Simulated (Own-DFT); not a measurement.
# Computed records: Hf31O64 (monoclinic hafnia with one vacancy, atoms displaced)

A calculation, not a measurement: plane-wave density functional theory by an unreviewed code, no spin, of a simulated periodic cell, stress positive in tension, run twice, with PBE and with PBEsol, both on files made for PBE, so the change isn't that of files made for PBEsol, defect cell not probed for a lower state with spin; a neutral cation vacancy leaves holes that likely carry spin, which this run leaves out; hafnium file: forces about 75 meV/angstrom off all-electron values; oxygen file: force components 24 meV/angstrom off all-electron in one glass; forces on such cells passed a denser k mesh, this cell's mesh not checked; the far tail of each file's local potential was reset to the Coulomb form; each entry is a single point on an unrelaxed cell, so the pressure reflects the starting lattice, mostly measured values (interpolated for alloys), from which strain is counted, and rises with the displacements; printed positions are rounded, which can move forces by about a meV/angstrom; the program, named Own-DFT, is a retired in-house code; no spin-orbit coupling; stress was not checked against mesh or cutoff. Program: Own-DFT development build.

Settings shared by all entries: functional PBE, then PBEsol; potential files PseudoDojo norm-conserving, scalar-relativistic, standard set; wave cutoff 72 hartree; occupations Fermi-Dirac; smearing width 0.1 eV; k mesh 2 x 2 x 2 centred on Gamma.

(1) Hf31O64 (monoclinic hafnia with one vacancy, atoms displaced)

```
CELL_PARAMETERS angstrom
10.23400 0.00000 0.00000
0.00000 10.35000 0.00000
-1.69550 0.00000 10.44530
ATOMIC_POSITIONS crystal
Hf 0.13587 0.01929 0.10252
Hf 0.36365 0.26916 0.14758
Hf 0.35712 0.48783 0.39615
Hf 0.13134 0.23706 0.35631
O 0.04410 0.16565 0.17900
O 0.46218 0.42408 0.07600
O 0.46032 0.33346 0.31600
O 0.03288 0.08283 0.42073
O 0.22856 0.37313 0.23934
O 0.27589 0.13476 0.00750
O 0.27330 0.12301 0.25842
O 0.21899 0.37069 0.48035
Hf 0.14291 0.01758 0.60757
Hf 0.35395 0.27003 0.64706
Hf 0.36631 0.48469 0.88560
Hf 0.13627 0.23349 0.85751
O 0.03670 0.17019 0.67192
O 0.45780 0.41674 0.57483
O 0.45667 0.33889 0.81744
O 0.03621 0.07669 0.93318
O 0.22610 0.37596 0.73108
O 0.26675 0.13109 0.50009
O 0.27443 0.11498 0.75634
O 0.22470 0.37427 0.98931
Hf 0.14053 0.52669 0.10377
Hf 0.36396 0.76930 0.14499
Hf 0.35571 0.98605 0.39210
Hf 0.13778 0.73310 0.36346
O 0.03436 0.66038 0.16799
O 0.46353 0.91208 0.07804
O 0.46559 0.83531 0.32537
O 0.04025 0.59263 0.42216
O 0.22040 0.87563 0.23733
O 0.27918 0.62622 0.00459
O 0.27061 0.61658 0.26778
O 0.22164 0.88017 0.49526
Hf 0.13524 0.51410 0.60152
Hf 0.36386 0.77151 0.64619
Hf 0.36081 0.97886 0.88724
Hf 0.14264 0.72682 0.85609
O 0.02489 0.66590 0.67337
O 0.45747 0.91733 0.57941
O 0.46470 0.82888 0.82793
O 0.03557 0.57924 0.91958
O 0.21543 0.87995 0.74483
O 0.27830 0.63524 0.51496
O 0.27366 0.61434 0.75975
O 0.22365 0.87579 0.98986
Hf 0.63866 0.01459 0.09291
Hf 0.86301 0.26808 0.14943
Hf 0.86488 0.47725 0.39802
Hf 0.64309 0.22718 0.35096
O 0.53732 0.16486 0.16949
O 0.96987 0.41715 0.07109
O 0.95965 0.32630 0.33010
O 0.53686 0.08651 0.42470
O 0.72489 0.38372 0.24698
O 0.77405 0.12510 0.00522
O 0.77814 0.11922 0.26046
O 0.72651 0.36908 0.48781
Hf 0.63484 0.02089 0.60602
Hf 0.85852 0.26557 0.64549
Hf 0.86690 0.47795 0.89654
Hf 0.63804 0.23020 0.85785
O 0.53384 0.16567 0.66810
O 0.96611 0.41957 0.57482
O 0.95948 0.32825 0.81975
O 0.53247 0.09433 0.91451
O 0.71959 0.37829 0.73391
O 0.77677 0.12395 0.51209
O 0.77512 0.11704 0.76507
O 0.72438 0.36834 0.98913
Hf 0.63884 0.52375 0.10842
Hf 0.86234 0.77524 0.14387
Hf 0.85846 0.98498 0.39281
O 0.53469 0.66232 0.17467
O 0.96701 0.92062 0.07125
O 0.97208 0.83319 0.33599
O 0.53915 0.58101 0.41859
O 0.72480 0.87712 0.23294
O 0.77810 0.62485 0.00337
O 0.77562 0.61652 0.25724
O 0.71904 0.87336 0.48304
Hf 0.63913 0.51257 0.60169
Hf 0.86110 0.77151 0.65113
Hf 0.86037 0.98351 0.89097
Hf 0.63239 0.72535 0.86323
O 0.53428 0.66536 0.67132
O 0.96499 0.90838 0.56780
O 0.95910 0.83891 0.83693
O 0.52987 0.58850 0.92674
O 0.71964 0.88277 0.74165
O 0.76643 0.63626 0.50625
O 0.77414 0.61922 0.76835
O 0.72546 0.86426 0.98459
```

| Quantity | Value |
| --- | --- |
| PBE pressure | 4.47 GPa |
| PBE stress xx | -3.95 GPa |
| PBE stress yy | -4.82 GPa |
| PBE stress zz | -4.64 GPa |
| PBE stress yz | 0.3 GPa |
| PBE stress xz | -0.3 GPa |
| PBE stress xy | 0.25 GPa |
| PBEsol pressure | -1.86 GPa |
| PBEsol stress xx | 2.38 GPa |
| PBEsol stress yy | 1.48 GPa |
| PBEsol stress zz | 1.71 GPa |
| PBEsol stress yz | 0.3 GPa |
| PBEsol stress xz | 0.07 GPa |
| PBEsol stress xy | 0.22 GPa |
| rms change of force components from PBE to PBEsol | 0.045 eV/Å |

Force:
```csv
force element,PBE force x (eV/Å),PBE force y (eV/Å),PBE force z (eV/Å),PBEsol force x (eV/Å),PBEsol force y (eV/Å),PBEsol force z (eV/Å)
Hf,1.157,0.157,0.861,1.116,0.189,0.801
Hf,-0.284,0.56,-1.129,-0.287,0.603,-1.061
Hf,1.852,-1.267,-0.366,1.815,-1.262,-0.342
Hf,1.717,-2.323,-0.85,1.687,-2.326,-0.855
O,-2.148,0.96,-0.96,-2.093,0.96,-0.885
O,0.196,-0.649,-0.05,0.187,-0.615,-0.091
O,1.324,0.403,2.025,1.278,0.359,1.904
O,-0.045,0.276,0.391,-0.039,0.264,0.423
O,-1.078,1.105,-0.256,-0.986,1.067,-0.239
O,0.041,-0.858,-0.56,-0.033,-0.839,-0.55
O,0.685,-0.488,0.184,0.615,-0.473,0.188
O,-0.108,1.429,1.663,-0.061,1.399,1.628
Hf,-1.839,0.471,-1.643,-1.77,0.482,-1.643
Hf,1.768,-0.555,-1.807,1.717,-0.47,-1.731
Hf,-1.176,-1.312,2.27,-1.155,-1.305,2.25
Hf,0.09,-0.799,0.32,0.095,-0.819,0.283
O,-0.015,-0.407,-0.032,-0.015,-0.37,0.024
O,0.216,-0.138,0.21,0.199,-0.121,0.174
O,1.654,-0.934,0.722,1.585,-0.924,0.65
O,0.626,2.358,-2.339,0.615,2.269,-2.224
O,-1.461,0.041,0.651,-1.356,0.033,0.617
O,0.508,0.178,1.553,0.429,0.155,1.515
O,0.159,0.798,0.125,0.103,0.773,0.119
O,-0.049,-0.097,-1.068,0,-0.099,-1.048
Hf,0.416,-1.793,0.135,0.389,-1.716,0.1
Hf,0.799,0.031,1.556,0.799,0.094,1.548
Hf,1.16,-0.725,-0.132,1.116,-0.747,-0.113
Hf,0.842,1.003,-1.41,0.818,0.939,-1.393
O,-0.668,1.315,0.607,-0.628,1.281,0.619
O,0.735,0.901,-1.173,0.715,0.88,-1.192
O,-1.433,0.628,-0.055,-1.562,0.679,-0.151
O,-1.46,-2.367,0.68,-1.399,-2.318,0.715
O,0.407,-0.104,0.474,0.456,-0.098,0.461
O,-0.461,0.969,0.618,-0.519,0.938,0.588
O,0.143,1.081,-1.214,0.079,1.04,-1.173
O,0.217,-0.858,-0.534,0.252,-0.821,-0.516
Hf,0.262,1.857,0.139,0.254,1.841,0.103
Hf,0.565,-0.382,-0.276,0.568,-0.337,-0.253
Hf,-0.531,0.05,1.845,-0.552,-0.002,1.813
Hf,-1.441,0.463,-0.091,-1.384,0.406,-0.103
O,1.608,-0.814,0.423,1.57,-0.767,0.463
O,0.487,0.689,-0.066,0.461,0.672,-0.098
O,-1.132,1.014,0.254,-1.116,0.977,0.2
O,0.757,0.771,-0.223,0.739,0.742,-0.157
O,0.803,-0.74,-0.166,0.852,-0.711,-0.158
O,-0.246,-0.591,-0.118,-0.294,-0.581,-0.12
O,-0.623,1.245,-0.707,-0.663,1.21,-0.663
O,0.376,-0.841,-0.577,0.419,-0.814,-0.577
Hf,-0.578,-0.363,2.265,-0.543,-0.324,2.212
Hf,0.532,0.272,-0.97,0.514,0.302,-0.901
Hf,-1.656,2.734,-1.042,-1.645,2.612,-1.01
Hf,-1.635,0.281,-0.177,-1.583,0.237,-0.2
O,0.628,-0.4,-0.091,0.617,-0.372,-0.033
O,-0.694,-1.245,1.095,-0.686,-1.176,1.009
O,-0.69,0.898,-0.143,-0.672,0.855,-0.193
O,-0.631,-0.045,-0.473,-0.601,-0.06,-0.416
O,0.33,-1.111,-0.893,0.386,-1.097,-0.855
O,0.081,0.595,1.009,0.008,0.566,0.968
O,-0.127,1.114,-0.906,-0.175,1.116,-0.864
O,0.063,-0.319,0.338,0.129,-0.308,0.332
Hf,0.083,-1.354,-0.747,0.101,-1.279,-0.751
Hf,0.282,0.167,-0.262,0.272,0.201,-0.225
Hf,-0.975,0.345,-0.255,-0.952,0.318,-0.208
Hf,0.411,1.033,-1.468,0.426,0.941,-1.448
O,-0.529,0.713,0.608,-0.505,0.691,0.643
O,-0.623,-0.855,0.43,-0.592,-0.811,0.361
O,0.366,0.157,0.851,0.359,0.131,0.784
O,-1.282,-1.939,0.655,-1.226,-1.899,0.669
O,0.367,-0.83,0.635,0.421,-0.819,0.603
O,0.084,0.586,0.056,0.026,0.573,0.044
O,-0.125,1.766,-1.332,-0.183,1.73,-1.292
O,0.06,-0.048,0.38,0.125,-0.06,0.36
Hf,0.214,0.166,1.012,0.204,0.229,0.985
Hf,-0.593,-0.862,1.321,-0.611,-0.799,1.304
Hf,-0.17,-3.197,0.186,-0.17,-3.157,0.22
O,-0.75,-0.091,-0.845,-0.766,-0.128,-0.902
O,-1.226,-1.17,1.382,-1.188,-1.117,1.292
O,-0.804,0.49,-1.457,-0.766,0.465,-1.45
O,-1.145,-1.052,0.286,-1.205,-1.167,0.396
O,1.138,1.392,-0.952,1.249,1.433,-1.01
O,-0.458,0.285,1.302,-0.513,0.279,1.255
O,1.432,-0.145,-0.614,1.408,-0.22,-0.663
O,0.598,1.061,1.26,0.701,1.148,1.316
Hf,-0.685,2.594,-0.991,-0.665,2.568,-1.006
Hf,-1.484,0.187,-1.458,-1.436,0.213,-1.416
Hf,-0.284,-1.023,1.005,-0.287,-1.054,1.012
Hf,2.321,-0.033,-2.265,2.284,-0.076,-2.232
O,-0.172,-0.302,0.258,-0.185,-0.272,0.305
O,0.114,0.467,1.393,0.104,0.477,1.322
O,1.752,-1.835,-1.217,1.689,-1.781,-1.229
O,0.207,-0.257,0.094,0.203,-0.262,0.121
O,-0.019,-0.375,-0.382,0.052,-0.349,-0.368
O,1.132,-1.329,1.598,1.085,-1.364,1.654
O,0.022,0.147,-0.919,-0.032,0.145,-0.87
O,-0.255,1.02,0.539,-0.198,1.001,0.527
```

(2) Hf31O64 (monoclinic hafnia with one vacancy, atoms displaced)

```
CELL_PARAMETERS angstrom
10.23400 0.00000 0.00000
0.00000 10.35000 0.00000
-1.69550 0.00000 10.44530
ATOMIC_POSITIONS crystal
Hf 0.13709 0.02219 0.11271
Hf 0.36064 0.27447 0.14883
Hf 0.36484 0.47676 0.40123
Hf 0.13716 0.23329 0.35076
O 0.03312 0.15816 0.16788
O 0.47182 0.41322 0.07554
O 0.45508 0.33343 0.32973
O 0.03859 0.09330 0.42107
O 0.22457 0.37632 0.23751
O 0.27619 0.13203 0.01219
O 0.26815 0.11673 0.25021
O 0.22350 0.37226 0.48759
Hf 0.14196 0.02294 0.60600
Hf 0.36531 0.26525 0.64220
Hf 0.36311 0.48321 0.89012
Hf 0.13771 0.23264 0.85112
O 0.03255 0.15548 0.67953
O 0.46445 0.41374 0.57877
O 0.46471 0.33933 0.83115
O 0.04314 0.08305 0.93188
O 0.21907 0.37355 0.74942
O 0.27125 0.13403 0.50112
O 0.27831 0.12661 0.76728
O 0.23214 0.37201 0.99431
Hf 0.13773 0.51962 0.10008
Hf 0.36885 0.76764 0.14250
Hf 0.35840 0.97981 0.39007
Hf 0.13642 0.73329 0.35541
O 0.03383 0.66755 0.16695
O 0.45979 0.91796 0.08662
O 0.46174 0.82670 0.32860
O 0.03379 0.58129 0.42482
O 0.22798 0.87803 0.24237
O 0.28551 0.62915 0.00715
O 0.27849 0.62334 0.26084
O 0.22714 0.87044 0.49163
Hf 0.13796 0.51997 0.60579
Hf 0.36746 0.76831 0.64476
Hf 0.36929 0.97814 0.89858
Hf 0.13442 0.73099 0.85407
O 0.03274 0.67377 0.67329
O 0.46176 0.91805 0.56847
O 0.46158 0.82990 0.83154
O 0.03322 0.58259 0.92089
O 0.22854 0.87440 0.74443
O 0.28122 0.63162 0.51337
O 0.26928 0.62190 0.75840
O 0.21727 0.87006 0.98340
Hf 0.63193 0.01200 0.10067
Hf 0.86045 0.27691 0.13789
Hf 0.86192 0.47147 0.40134
Hf 0.63994 0.22386 0.35029
O 0.53877 0.17086 0.17283
O 0.96836 0.41613 0.07927
O 0.95476 0.33068 0.32757
O 0.54375 0.07734 0.41418
O 0.72864 0.37210 0.24475
O 0.76386 0.13317 0.00735
O 0.77877 0.12652 0.25373
O 0.72612 0.37414 0.49217
Hf 0.64420 0.02134 0.60402
Hf 0.85990 0.26842 0.64882
Hf 0.85676 0.48596 0.89606
Hf 0.64230 0.22398 0.86133
O 0.53030 0.17183 0.68409
O 0.95467 0.41155 0.57209
O 0.97643 0.33891 0.82574
O 0.54440 0.08111 0.91950
O 0.72843 0.37088 0.75102
O 0.77017 0.12897 0.51289
O 0.78075 0.12970 0.75971
O 0.72987 0.38019 0.99532
Hf 0.64487 0.51768 0.10454
Hf 0.84950 0.76126 0.14624
Hf 0.85837 0.98423 0.39985
Hf 0.63572 0.72285 0.35483
O 0.54168 0.65907 0.16784
O 0.96862 0.91492 0.07813
O 0.95807 0.83145 0.33134
O 0.53710 0.58833 0.42461
O 0.72025 0.87965 0.23820
O 0.77730 0.62050 0.00781
O 0.77427 0.62148 0.25882
O 0.72396 0.86352 0.48804
Hf 0.85033 0.77243 0.64331
Hf 0.86307 0.99026 0.90235
Hf 0.64100 0.72770 0.84826
O 0.53155 0.66339 0.66385
O 0.97236 0.91820 0.57993
O 0.96807 0.82973 0.82582
O 0.53353 0.58481 0.91565
O 0.72297 0.87871 0.73218
O 0.78934 0.63652 0.50987
O 0.78236 0.62424 0.76294
O 0.72094 0.86679 0.99270
```

| Quantity | Value |
| --- | --- |
| PBE pressure | 4.74 GPa |
| PBE stress xx | -5.18 GPa |
| PBE stress yy | -5.15 GPa |
| PBE stress zz | -3.91 GPa |
| PBE stress yz | 0.54 GPa |
| PBE stress xz | 0.41 GPa |
| PBE stress xy | -0.09 GPa |
| PBEsol pressure | -1.59 GPa |
| PBEsol stress xx | 1.18 GPa |
| PBEsol stress yy | 1.16 GPa |
| PBEsol stress zz | 2.43 GPa |
| PBEsol stress yz | 0.51 GPa |
| PBEsol stress xz | 0.72 GPa |
| PBEsol stress xy | -0.07 GPa |
| rms change of force components from PBE to PBEsol | 0.05 eV/Å |

Force:
```csv
force element,PBE force x (eV/Å),PBE force y (eV/Å),PBE force z (eV/Å),PBEsol force x (eV/Å),PBEsol force y (eV/Å),PBEsol force z (eV/Å)
Hf,1.444,-1.573,-2.281,1.406,-1.468,-2.257
Hf,0.411,-0.443,-1.532,0.383,-0.382,-1.487
Hf,0.592,1.599,0.535,0.574,1.502,0.557
Hf,-0.347,0.234,-0.461,-0.325,0.17,-0.454
O,-1.813,2.325,0.874,-1.738,2.274,0.893
O,0.138,0.218,0.238,0.126,0.232,0.193
O,1.725,-1.152,0.062,1.656,-1.121,-0.004
O,-1.517,-1.455,0.546,-1.46,-1.419,0.571
O,-0.866,0.545,0.134,-0.777,0.507,0.121
O,0.552,-0.365,0.074,0.472,-0.352,0.084
O,1.007,0.815,1.927,0.91,0.792,1.876
O,-0.574,0.259,0.42,-0.497,0.256,0.394
Hf,-0.029,-0.891,0.131,-0.057,-0.836,0.102
Hf,-0.681,1.75,1.094,-0.643,1.764,1.099
Hf,-0.543,-0.356,0.809,-0.539,-0.397,0.822
Hf,0.9,-0.77,1.814,0.894,-0.77,1.73
O,-0.237,0.467,-0.359,-0.201,0.477,-0.309
O,-0.792,-0.33,-0.149,-0.951,-0.398,-0.242
O,0.799,-1.124,-0.315,0.756,-1.099,-0.344
O,-1.861,-0.133,-1.135,-1.829,-0.16,-1.051
O,0.694,1.163,-2.056,0.721,1.124,-1.984
O,0.89,-0.474,0.684,0.799,-0.464,0.665
O,0.56,-1.129,-1.004,0.486,-1.092,-0.981
O,-0.556,0.407,-0.234,-0.485,0.407,-0.219
Hf,0.873,0.566,0.36,0.844,0.582,0.323
Hf,-2.025,-1.393,0.687,-1.987,-1.329,0.709
Hf,0.535,-0.547,0.246,0.504,-0.611,0.263
Hf,0.032,-0.712,-0.31,0.043,-0.727,-0.321
O,-0.358,0.232,0.528,-0.351,0.23,0.558
O,0.757,1.007,-0.965,0.755,0.984,-1.003
O,0.362,0.261,-0.201,0.346,0.251,-0.256
O,0.895,0.422,0.001,0.884,0.402,0.071
O,-0.3,-0.313,-0.101,-0.231,-0.295,-0.077
O,-0.728,-0.065,0.448,-0.758,-0.07,0.441
O,-0.396,-0.364,-0.069,-0.445,-0.336,-0.069
O,-0.454,0.447,-0.57,-0.376,0.438,-0.575
Hf,-0.699,0.664,0.12,-0.668,0.715,0.084
Hf,-0.6,0.018,-0.004,-0.566,0.026,0.014
Hf,-2.687,0.46,-0.661,-2.637,0.392,-0.637
Hf,0.885,-0.058,-0.128,0.865,-0.079,-0.165
O,0.447,-1.235,-0.925,0.448,-1.194,-0.844
O,0.992,0.622,0.937,0.957,0.614,0.851
O,1.279,-0.126,0.04,1.231,-0.117,-0.007
O,0.459,-0.087,0.401,0.449,-0.099,0.445
O,0.008,1.33,-0.863,0.06,1.289,-0.831
O,-1.074,-0.652,-0.385,-1.105,-0.631,-0.361
O,0.441,-0.627,-0.351,0.37,-0.613,-0.343
O,1.099,0.432,1.124,1.134,0.416,1.076
Hf,0.938,1.557,1.783,0.931,1.557,1.719
Hf,0.039,-1.152,1.909,0.003,-1.067,1.907
Hf,-1.892,1.531,0.136,-1.862,1.422,0.179
Hf,0.02,2.135,0.411,0.051,2.032,0.369
O,-0.249,-0.69,-0.614,-0.233,-0.664,-0.531
O,0.26,0.141,-0.139,0.239,0.152,-0.176
O,2.199,-1.001,-0.614,2.138,-0.988,-0.651
O,-1.173,-0.646,0.562,-1.125,-0.629,0.597
O,-0.773,1.202,-1.26,-0.679,1.16,-1.245
O,1.9,-0.64,0.616,1.801,-0.626,0.573
O,-0.109,-1.324,0.914,-0.177,-1.27,0.91
O,-0.213,-1.824,-0.743,-0.036,-1.857,-0.79
Hf,-2.266,-0.122,-0.395,-2.18,-0.105,-0.422
Hf,-0.713,2.358,-0.139,-0.726,2.342,-0.102
Hf,0.808,-1.096,-2.221,0.762,-1.09,-2.141
Hf,-0.615,4.074,-1.952,-0.565,3.943,-1.949
O,1.976,-2.338,-1.178,1.924,-2.246,-1.091
O,2.565,0.338,1.414,2.485,0.348,1.32
O,-1.534,0.563,0.026,-1.484,0.509,-0.025
O,-2.093,-1.999,0.351,-2.04,-1.969,0.399
O,0.936,-0.348,0.503,1.042,-0.449,0.591
O,0.918,-0.374,-0.309,0.828,-0.394,-0.299
O,-0.593,-1.942,0.797,-0.639,-1.883,0.779
O,-0.515,-1.498,-0.383,-0.438,-1.448,-0.347
Hf,-1.206,-1.12,0.098,-1.162,-1.063,0.07
Hf,2.148,1.368,0.456,2.072,1.357,0.476
Hf,1.417,-0.722,-0.906,1.377,-0.762,-0.859
Hf,0.575,-0.024,1.074,0.564,-0.079,1.035
O,-1.136,1.325,0.213,-1.102,1.308,0.252
O,-1.761,-0.624,-0.105,-1.717,-0.562,-0.158
O,0.247,0.242,-0.175,0.238,0.223,-0.211
O,-0.819,-0.482,-0.575,-0.832,-0.415,-0.632
O,-0.033,0.127,0.1,0.028,0.113,0.073
O,-0.229,1.397,0.472,-0.276,1.34,0.467
O,0.421,-0.534,-0.115,0.35,-0.487,-0.148
O,-0.13,1.989,0.181,-0.064,1.954,0.195
Hf,2.086,-1.857,0.004,2.033,-1.8,0.004
Hf,2.163,-1.774,0.142,2.135,-1.756,0.187
Hf,-0.726,-1.375,-0.976,-0.715,-1.393,-0.976
O,0.242,0.84,1.103,0.126,0.976,1.182
O,-0.976,0.109,-0.602,-0.954,0.139,-0.639
O,-2.172,2.055,0.611,-2.101,1.972,0.55
O,0.866,0.477,0.409,0.848,0.458,0.438
O,-0.812,1.162,1.199,-0.737,1.122,1.135
O,0.048,-0.448,-1.273,0.066,-0.359,-1.277
O,0.012,0.907,0.604,0.001,0.956,0.685
O,0.314,0.186,-0.587,0.351,0.192,-0.552
```
